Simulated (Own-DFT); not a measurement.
# Point defects and the pressure they add: zincblende GaP

The numbers are computed, not measured, by runs of the plane-wave DFT program Own-DFT (in-house, retired, unreviewed) at fixed positions, with no spin and no spin-orbit coupling.

Common settings: PBE; PseudoDojo norm-conserving scalar-relativistic files; cutoff 42 hartree; 3 x 3 x 3 k mesh centred on Gamma; Fermi-Dirac smearing of 0.1 eV.

Keep in mind (not all hold for every row): not probed for a lower state with spin; forces on such cells failed a check on a denser k mesh; forces on such cells passed a denser k mesh, each cell not checked; stress not checked against mesh or cutoff.

All runs share one cell, with vectors in Å (10.901, 0.000, 0.000); (0.000, 10.901, 0.000); (0.000, 0.000, 10.901) and a volume of 1295.4 Å³. u is the rms random offset of the atoms per axis. The defect's site can differ from row to row.

```
cell,formula,u (Å),P (GPa)
no defect,Ga32P32,0.0206,2.70
no defect,Ga32P32,0.0476,3.22
no defect,Ga32P32,0.0482,3.19
one In on a Ga site,Ga31InP32,0.0281,3.63
one In on a Ga site,Ga31InP32,0.0306,3.67
one In on a Ga site,Ga31InP32,0.0527,4.48
one Al on a Ga site,AlGa31P32,0.0306,2.86
one Al on a Ga site,AlGa31P32,0.0452,3.10
one Al on a Ga site,AlGa31P32,0.0523,3.30
one Ga on a P site,Ga33P31,0.0282,3.26
one Ga on a P site,Ga33P31,0.0299,3.33
one Ga on a P site,Ga33P31,0.0475,3.68
one As on a P site,AsGa32P31,0.0293,3.21
one As on a P site,AsGa32P31,0.0309,3.26
one As on a P site,AsGa32P31,0.0457,?
one As on a P site,AsGa32P31,0.0488,3.58
```

## Fit

P = P0 + c u² + a shift for each defect gives P0 = 2.53 GPa, c = 303 ± 27 GPa/Å² and a scatter of 0.08 GPa. The shifts, and each times the cell's volume:

- one In on a Ga site: 0.94 ± 0.07 GPa, 7.6 eV
- one Ga on a P site: 0.49 ± 0.07 GPa, 4.0 eV
- one As on a P site: 0.39 ± 0.07 GPa, 3.2 eV
- one Al on a Ga site: -0.02 ± 0.07 GPa, -0.2 eV (not resolved)

Against the defect-free cell, a freed cell would be larger where the shift is positive and smaller where it is negative (160.2 GPa Å³ is 1 eV). The atoms around the defects weren't relaxed, which would change these numbers.

## Check

The question: what pressure belongs in the blank (one As on a P site, u = 0.0457 Å)?

The fitted form gives 3.56 ± 0.10 GPa. The hidden result is 3.56 GPa.
